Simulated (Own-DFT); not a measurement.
# What random displacements cost in 4H SiC, 72 atoms (C36Si36)

Calculated results; nothing here was measured. They come from Own-DFT, an in-house plane-wave density functional program, since retired, whose code no person has reviewed. Each row is one single-point run on a periodic cell that was not relaxed, without spin or spin-orbit coupling.

Settings of every run: PBE; PseudoDojo norm-conserving scalar-relativistic files; cutoff 42 hartree; 4 x 4 x 3 k mesh centred on Gamma; Fermi-Dirac smearing of 0.1 eV.

Known limits, some of them of some rows only: some atoms lie very close together; forces on such cells passed a denser k mesh, each cell not checked; stress not checked against mesh or cutoff.

Cell vectors in Å: (9.248, 0.000, 0.000); (-4.624, 8.009, 0.000); (0.000, 0.000, 10.068). In each run every atom was moved at random and independently from its ideal site; u is the rms move along one axis. E is the free energy for each atom above the fitted value at u = 0, and F the rms of the force components.

| run | u (Å) | E (meV/atom) | F (eV/Å) | largest force (eV/Å) | P (GPa) |
|---|---|---|---|---|---|
| 1 | 0.0287 | 33.0 | 0.914 | 2.69 | 3.85 |
| 2 | 0.0308 | 33.9 | 0.908 | 3.50 | 3.82 |
| 3 | 0.0611 | 135.3 | 1.814 | 6.04 | 6.08 |
| 4 | 0.0648 | ? | ? | ? | ? |
| 5 | 0.1024 | 405.3 | 3.439 | 16.86 | 12.35 |
| 6 | 0.1119 | 405.8 | 2.956 | 12.14 | 12.06 |

## Worked fit

For small independent moves the energy grows as E = (3/2) K u², with K the mean stiffness felt by one atom. The runs with u up to 0.11 Å give K = 25.1 ± 1.1 eV/Å², with residuals divided by u² + 0.0006 Å², since the noise grows with the moves. The scatter is 5.3 meV/atom at u = 0.05 Å. The forces follow F = G u with G = 31.2 eV/Å²; no force at u = 0 is resolved. G exceeds K because the moves of its neighbours add to the force on an atom, and stiffness differs between atoms. The pressure follows P = 2.97 + 889 u² GPa: at fixed volume, shortened bonds push harder than stretched ones pull.

## Withheld run

Question: what energy and rms force should run 4 give?

The fit gives 158 ± 11 meV/atom and about 2.02 eV/Å. The calculation gave 161.2 meV/atom and 2.060 eV/Å.
